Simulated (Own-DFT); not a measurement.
# A change of arrangement and its cost: C34N2Si36, 72 atoms

All numbers below are calculated, not measured. The program, named Own-DFT, is a retired in-house plane-wave density functional code that no person has reviewed. Each row is one single-point run on a periodic cell that was not relaxed, without spin or spin-orbit coupling.

Settings of every run: PBE; PseudoDojo norm-conserving scalar-relativistic files; cutoff 42 hartree; 4 x 4 x 3 k mesh centred on Gamma; Fermi-Dirac smearing of 0.1 eV.

Known limits: not probed for a lower state with spin; forces on such cells passed a denser k mesh, each cell not checked; stress not checked against mesh or cutoff.

All cells hold the same atoms in the same cell, with vectors in Å (9.248, 0.000, 0.000); (-4.624, 8.009, 0.000); (0.000, 0.000, 10.068). Every atom was moved at random from its ideal site; u is the rms move along one axis. The defect's site can differ from row to row. E is the free energy of the cell above the lowest run. The arrangements:

- A: 4H SiC, with two N on a C site each, 3.1 Å apart
- B: 2H SiC, with two N on a C site each, 3.1 Å apart

| arrangement | u (Å) | E (eV) | P (GPa) |
|---|---|---|---|
| A | 0.0282 | 0.000 | 2.50 |
| A | 0.0298 | 0.387 | 2.59 |
| A | 0.0311 | 0.869 | 2.78 |
| A | 0.0429 | 2.758 | 3.32 |
| A | 0.0445 | 2.893 | 3.39 |
| A | 0.0475 | 3.710 | 3.66 |
| B | 0.0276 | 0.889 | 2.68 |
| B | 0.0293 | 1.345 | 2.87 |
| B | 0.0311 | 1.854 | 3.03 |
| B | 0.0482 | 4.544 | 3.98 |
| B | 0.0508 | 5.746 | 4.23 |
| B | 0.0517 | 5.133 | 4.08 |

Question: once the cost of the random moves is taken out, how do the arrangements rank?

## Worked answer

Fit E = a + b u², with one b for all and one a for each arrangement, and with residuals divided by u², since the noise grows with the moves. Then b = 2395 eV/Å², the scatter at u = 0.04 Å is 0.32 eV, and against A:

- B: 0.97 ± 0.13 eV (higher)

These are energies of unrelaxed cells. Relaxing the atoms lowers the strained arrangements most, so the gaps would shrink and small ones could change sign.
